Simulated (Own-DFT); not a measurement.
# Strain and stress in diamond silicon, 64 atoms (Si64)

All numbers below are calculated, not measured. The program, named Own-DFT, is a retired in-house plane-wave density functional code that no person has reviewed. Each row is one single-point run on a periodic cell that was not relaxed, without spin or spin-orbit coupling.

Settings of every run: PBE; PseudoDojo norm-conserving scalar-relativistic files; cutoff 20 hartree; 3 x 3 x 3 k mesh centred on Gamma; Fermi-Dirac smearing of 0.1 eV.

Known limits: k mesh not checked against a denser one; stress not checked against mesh or cutoff.

Unstrained cell vectors in Å: (10.862, 0.000, 0.000); (0.000, 10.862, 0.000); (0.000, 0.000, 10.862). The unstrained cell has measured lattice constants (interpolated for alloys), not those of this functional. That, the random moves and any unrelaxed bonds set the pressure at no strain. Each run strains this cell uniformly, with the atoms carried along. Every atom was also moved at random, by a Gaussian of width 0.05 Å on each axis. Strain is the symmetric tensor, in per cent. Stress is positive in tension, and the pressure is minus a third of its trace.

| run | e_xx (%) | e_yy (%) | e_zz (%) | e_yz (%) | e_xz (%) | e_xy (%) | s_xx (GPa) | s_yy (GPa) | s_zz (GPa) | s_yz (GPa) | s_xz (GPa) | s_xy (GPa) | P (GPa) | E (meV/atom) |
|---|---|---|---|---|---|---|---|---|---|---|---|---|---|---|
| 1 | -0.77 | -1.17 | 1.47 | 0.28 | 0.60 | -0.57 | -3.72 | -4.10 | -1.47 | 1.02 | 1.29 | 0.05 | 3.10 | 9.0 |
| 2 | 1.24 | -1.58 | 1.74 | 1.08 | 0.08 | 1.78 | -0.97 | -3.36 | -0.27 | 2.54 | 0.12 | 3.23 | 1.54 | 18.0 |
| 3 | 0.28 | -1.43 | -0.55 | 0.40 | 0.83 | -1.81 | -3.69 | -5.19 | -4.24 | 0.82 | 2.20 | -3.64 | 4.38 | 12.5 |
| 4 | -1.41 | -1.40 | 1.60 | 0.12 | 1.04 | 1.14 | -4.80 | -4.98 | -1.95 | 0.70 | 2.88 | 2.10 | 3.91 | 15.4 |
| 5 | 0.89 | -0.06 | 1.52 | 1.37 | -1.66 | -1.61 | -0.43 | -1.25 | 0.13 | 2.88 | -2.94 | -2.32 | 0.52 | 0.0 |
| 6 | 1.44 | -0.07 | 0.70 | 0.92 | 1.75 | -1.98 | -0.45 | -1.66 | -1.04 | 1.95 | 3.86 | -4.60 | 1.05 | 13.8 |
| 7 | 1.89 | -0.11 | -1.85 | -1.01 | 0.26 | -0.54 | -0.95 | -2.84 | -4.51 | -1.41 | 0.31 | -0.76 | 2.77 | 10.0 |
| 8 | -0.12 | 0.93 | 1.62 | -0.44 | 1.69 | 1.02 | -1.26 | -0.30 | 0.32 | -1.32 | 3.06 | 1.32 | 0.41 | 0.9 |
| 9 | -1.96 | -0.71 | 1.12 | 1.53 | 1.64 | -0.56 | -5.75 | -4.69 | -2.90 | 3.54 | 3.68 | -3.21 | 4.45 | 27.8 |
| 10 | -0.95 | -0.93 | -1.21 | 0.92 | -1.66 | 1.31 | -5.92 | -6.05 | -6.18 | 2.26 | -4.39 | 3.79 | 6.05 | 30.2 |
| 11 | 0.58 | 1.92 | 0.01 | 0.91 | 1.13 | 1.94 | -0.93 | 0.40 | -1.39 | 1.07 | 2.77 | 4.22 | 0.64 | 12.1 |
| 12 | 1.83 | 1.60 | 1.94 | -1.58 | 1.45 | -0.31 | 1.72 | 1.54 | 2.05 | -3.27 | 2.88 | 0.30 | -1.77 | 14.2 |
| 13 | -1.34 | -1.89 | 0.57 | 0.57 | -0.68 | 0.32 | -5.87 | -6.43 | -4.04 | 0.64 | -1.58 | 1.28 | 5.45 | 24.9 |
| 14 | -1.24 | 0.92 | -0.25 | 1.76 | 1.96 | -1.31 | -4.53 | -2.48 | -3.81 | 4.60 | 5.15 | -3.02 | 3.61 | 27.8 |
| 15 | -0.16 | -1.39 | -1.86 | 0.58 | 0.84 | 1.54 | -5.75 | -6.61 | -7.03 | 2.27 | 1.88 | 3.47 | 6.46 | 36.9 |
| 16 | -0.81 | -1.31 | 1.99 | 1.90 | -0.67 | -0.87 | -3.48 | -4.09 | -1.00 | 4.62 | -1.04 | -1.71 | 2.86 | 8.8 |
| 17 | 0.12 | -0.89 | 1.83 | 0.23 | 0.48 | 0.71 | -1.72 | -2.75 | -0.39 | 1.13 | 0.31 | 1.47 | 1.62 | 1.7 |
| 18 | -0.70 | -1.76 | 0.46 | -0.88 | 0.00 | 1.30 | ? | ? | ? | ? | ? | ? | ? | ? |

E is the free energy for each atom above the lowest run shown.

## Worked fit

Each stress component was fitted by least squares to a constant and the strains of the runs shown, as fractions, with shears doubled. Shear strains stay in the fit of a normal stress only where such slopes are resolved. The slopes, in GPa:

```
stress  at no strain  per e_xx  per e_yy  per e_zz  scatter
  s_xx          -3.0   155 ± 6    59 ± 6    70 ± 5     0.26
  s_yy          -3.0    68 ± 5   151 ± 5    68 ± 4     0.21
  s_zz          -2.9    67 ± 4    55 ± 4   162 ± 3     0.18
```

Each shear stress against twice its own strain: yz 106 ± 9, xz 113 ± 6, xy 99 ± 7 GPa. These are stiffnesses along x, y and z of the frame in which the cell vectors are given, which need not be the crystal's axes. The atoms are held to the strained lattice; where symmetry lets them move under strain, relaxing them would lower some slopes. The table should be nearly symmetric about its diagonal, and what it lacks of that shows the noise. A ninth of its sum, 95 ± 2 GPa, estimates the bulk modulus near the mean pressure of these runs, 2.8 GPa, so it lies above the value at zero pressure.

## Withheld run

Question: what normal stresses and pressure should run 18 give?

The fit gives s_xx = -4.8, s_yy = -5.8, s_zz = -3.6 and P = 4.7 GPa. The calculation gave -4.73, -5.77, -3.46 and P = 4.65 GPa.
